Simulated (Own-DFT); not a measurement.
# Biaxial strain at fixed height in diamond-structure SiGeSn with randomly placed atoms, 64 atoms (Ge52Si8Sn4)

No measurement is shown. These are fixed-geometry runs of a retired plane-wave code named Own-DFT, which no person has reviewed; spin and spin-orbit coupling are neglected.

Common settings: PBE; PseudoDojo norm-conserving scalar-relativistic files; cutoff 49 hartree; 3 x 3 x 3 k mesh centred on Gamma; Fermi-Dirac smearing of 0.1 eV.

Limits: forces on such cells moved up to 12 meV/angstrom on a denser k mesh; stress not checked against mesh or cutoff.

Unstrained cell vectors in Å: (11.363, 0.000, 0.000); (0.000, 11.363, 0.000); (0.000, 0.000, 11.363). The unstrained cell has measured lattice constants (interpolated for alloys), not those of this functional. That, the random moves and any unrelaxed bonds set the pressure at no strain. Each run strains x and y alike by e, as a substrate would, and holds the height along z. Random moves of width 0.05 Å per axis were added to every atom. The random placing of the alloy's atoms differs from row to row. Stress is positive in tension.

```
e (%)  u (Å)  (s_xx + s_yy)/2 (GPa)  s_zz (GPa)
-3.00  0.047                 -10.93       -8.89
-2.75  0.049                 -10.31       -8.44
-2.50  0.051                  -9.51       -7.89
-2.25  0.050                  -9.09       -7.53
-0.50  0.051                  -5.66       -5.15
-0.25  0.049                  -5.20       -5.03
 1.25  0.050                  -2.43       -3.30
 2.00  0.050                  -1.26       -2.40
 2.25  0.051                      ?           ?
 3.00  0.050                   0.09       -1.66
```

## Analysis

With e as a fraction, the in-plane stress is -4.7 + 182 e - 767 e² GPa (errors 2 and 114, scatter 0.11), and s_zz is -4.6 + 119 e - 672 e² GPa (slope ± 2, scatter 0.11). At e = 0 the first slope is C11 + C12 and the second 2 C12, both with the ions held to the strained lattice and at the cell's own pressure. The term in e² is negative: the layer stiffens under compression and softens under tension. A free layer would change its height as e changes, and the in-plane slope would drop by 2 C12²/C11 to the biaxial modulus. At fixed height, a misfit of 1 % moves the in-plane stress by about 1.8 GPa and s_zz by 1.2 GPa.

## Prediction

Question: what are the two stresses at e = 2.25 %?

Estimate: -0.9 and -2.3 GPa. DFT gave -0.92 and -2.21 GPa.
